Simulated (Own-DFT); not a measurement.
# Point defects and the pressure they add: zincblende GaAs

Calculated, not measured: single-point runs of Own-DFT, a retired in-house plane-wave DFT program that no person has reviewed, on unrelaxed cells, without spin or spin-orbit coupling.

All runs used: PBE; PseudoDojo norm-conserving scalar-relativistic files; cutoff 42 hartree; 3 x 3 x 3 k mesh centred on Gamma; Fermi-Dirac smearing of 0.1 eV.

Keep in mind (not all hold for every row): not probed for a lower state with spin; forces not confirmed at this smearing and k mesh; stress not checked against mesh or cutoff.

All runs share one cell, with vectors in Å (10.862, 0.000, 0.000); (0.000, 10.862, 0.000); (0.000, 0.000, 11.796) and a volume of 1391.7 Å³, strained against the parent crystal. The atoms are randomly displaced, by u rms on each axis. The defect's site can differ from row to row.

```
cell,formula,u (Å),P (GPa)
no defect,As32Ga32,0.0309,6.68
no defect,As32Ga32,0.0477,7.01
no defect,As32Ga32,0.0519,7.10
one In on a Ga site,As32Ga31In,0.0289,7.42
one In on a Ga site,As32Ga31In,0.0297,7.35
one In on a Ga site,As32Ga31In,0.0301,7.44
one P on an As site,As31Ga32P,0.0322,?
one P on an As site,As31Ga32P,0.0324,6.40
one P on an As site,As31Ga32P,0.0483,6.68
one P on an As site,As31Ga32P,0.0494,6.75
one As vacancy and one Ga vacancy,As31Ga31,0.0319,5.90
one As vacancy and one Ga vacancy,As31Ga31,0.0450,6.18
one As vacancy and one Ga vacancy,As31Ga31,0.0479,6.02
one Al on a Ga site,AlAs32Ga31,0.0292,6.62
one Al on a Ga site,AlAs32Ga31,0.0507,7.00
one Al on a Ga site,AlAs32Ga31,0.0540,7.13
```

## What the rows give

P = P0 + c u² + a shift for each defect gives P0 = 6.49 GPa, c = 225 ± 25 GPa/Å² and a scatter of 0.06 GPa. The shifts, and each times the cell's volume:

- one In on a Ga site: 0.72 ± 0.06 GPa, 6.3 eV
- one Al on a Ga site: -0.05 ± 0.05 GPa, -0.4 eV (not resolved)
- one P on an As site: -0.32 ± 0.05 GPa, -2.7 eV
- one As vacancy and one Ga vacancy: -0.86 ± 0.05 GPa, -7.4 eV

A positive shift means that the defect pushes the cell outwards. Shift times volume (160.2 GPa Å³ is 1 eV) depends little on the cell's size, so, taken for each site, it can be compared between cells at like pressure. The atoms around the defects weren't relaxed, which would change these numbers.

## Check

Q: what pressure belongs in the blank (one P on an As site, u = 0.0322 Å)?

From the fit: 6.40 ± 0.08 GPa. Computed: 6.42 GPa.
